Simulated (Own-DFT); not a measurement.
# PBE against PBEsol on the same cells

Calculated results; nothing here was measured. The program, named Own-DFT, is a retired in-house plane-wave density functional code that no person has reviewed. Each row is one single-point run on a periodic cell that was not relaxed, without spin or spin-orbit coupling.

Known limits, some of them of some rows only: forces on such cells failed a check on a denser k mesh; forces on such cells moved up to 12 meV/angstrom on a denser k mesh; forces on such cells passed a denser k mesh, each cell not checked; stress not checked against mesh or cutoff.

Each cell was run twice at the same cutoff, k mesh and smearing, with PBE and with PBEsol, on PseudoDojo norm-conserving files made for PBE. Atoms were moved at random from their sites; u is the rms move along one axis. Files made for PBEsol would give a somewhat different change.

| cell | atoms | volume (Å³/atom) | u (Å) | cutoff (hartree) | P with PBE (GPa) | P with PBEsol (GPa) | change (GPa) |
|---|---|---|---|---|---|---|---|
| C40 NbSi2 (Nb12Si24) | 36 | 14.64 | 0.017 | 42 | 1.46 | -2.19 | -3.65 |
| C40 NbSi2 (Nb12Si24) | 36 | 14.64 | 0.019 | 42 | 1.53 | -2.11 | -3.65 |
| C40 NbSi2 (Nb12Si24) | 36 | 14.64 | 0.096 | 42 | 6.48 | 2.82 | -3.66 |
| D0_22 TiAl3 (Al30Ti10) | 40 | 15.63 | 0.149 | 42 | 8.67 | 6.76 | -1.90 |
| D0_22 TiAl3 (Al30Ti10) | 40 | 15.80 | 0.055 | 42 | 1.68 | -0.20 | -1.88 |
| D0_22 TiAl3 (Al30Ti10) | 40 | 15.63 | 0.093 | 42 | 4.59 | ? | ? |
| L1_0 TiAl (Al16Ti16) | 32 | 15.62 | 0.051 | 42 | 5.33 | 2.36 | -2.97 |
| L1_0 TiAl (Al16Ti16) | 32 | 16.06 | 0.054 | 42 | 1.90 | -0.94 | -2.84 |
| L1_0 TiAl (Al16Ti16) | 32 | 16.58 | 0.042 | 42 | -1.88 | -4.59 | -2.71 |
| beta-Si3N4 (N24Si18) | 42 | 10.41 | 0.048 | 42 | 7.45 | 5.05 | -2.41 |
| beta-Si3N4 (N64Si48) | 112 | 10.21 | 0.050 | 42 | 13.11 | 10.67 | -2.44 |
| beta-Si3N4 (N24Si18) | 42 | 10.41 | 0.020 | 42 | 5.60 | 3.19 | -2.41 |

## Worked reading

Mean change of pressure by composition, in GPa: NbSi2, -3.65; AlTi, -2.84; N4Si3, -2.42; Al3Ti, -1.89. At a fixed cell PBEsol gives the lower pressure, because it favours a smaller volume than PBE. Here the change varies more between materials than between cells of one material.

## Withheld value

Question: what PBEsol pressure should the Al30Ti10 cell with the blank give?

Adding the mean change of the cells with its composition, -1.89 GPa, to 4.59 gives 2.7 GPa. The calculation gave 2.69 GPa.
